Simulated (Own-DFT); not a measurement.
# Shaking the atoms of beta-Si3N4, 112 atoms (N64Si48)

These are calculations, not measurements. They come from Own-DFT, an in-house plane-wave density functional program, since retired, whose code no person has reviewed. Each row is one single-point run on a periodic cell that was not relaxed, without spin or spin-orbit coupling.

Settings of every run: PBE; PseudoDojo norm-conserving scalar-relativistic files; cutoff 42 hartree; 2 x 2 x 4 k mesh centred on Gamma; Fermi-Dirac smearing of 0.1 eV.

Known limits, some of them of some rows only: some atoms lie very close together; forces on such cells moved up to 12 meV/angstrom on a denser k mesh; stress not checked against mesh or cutoff.

Cell vectors in Å: (15.212, 0.000, 0.000); (-7.606, 13.174, 0.000); (0.000, 0.000, 5.818). In each run every atom was moved at random and independently from its ideal site; u is the rms move along one axis. E is the free energy for each atom above the fitted value at u = 0, and F the rms of the force components.

```
run   u (Å)  E (meV/atom)  F (eV/Å)  largest force (eV/Å)  P (GPa)
  1  0.0196          19.1     0.834                  3.10     5.48
  2  0.0216          21.2     0.875                  3.31     5.60
  3  0.0505         114.1     2.069                 11.31     7.97
  4  0.0512         139.4     2.344                 10.11     8.59
  5  0.0521         111.7     1.948                  7.41     7.97
  6  0.1008             ?         ?                     ?        ?
  7  0.1041         526.1     5.140                 27.15    18.72
  8  0.1451         980.5     7.021                 36.37    30.00
```

## Worked fit

For small independent moves the energy grows as E = (3/2) K u², with K the mean stiffness felt by one atom. The runs with u up to 0.11 Å give K = 31.3 ± 1.7 eV/Å², with residuals divided by u² + 0.0006 Å², since the noise grows with the moves. The scatter is 11.5 meV/atom at u = 0.05 Å. The forces follow F = G u with G = 42.9 eV/Å²; no force at u = 0 is resolved. G exceeds K because the moves of its neighbours add to the force on an atom, and stiffness differs between atoms. At u = 0.145 Å the parabola gives 989 meV/atom and the run 981. The pressure follows P = 4.91 + 1269 u² GPa: at fixed volume, shortened bonds push harder than stretched ones pull.

## Withheld run

Question: what energy and rms force should run 6 give?

The fit gives 477 ± 48 meV/atom and about 4.32 eV/Å. The calculation gave 515.1 meV/atom and 5.589 eV/Å. This run lies off the fit, by chance or by something that the fit leaves out.
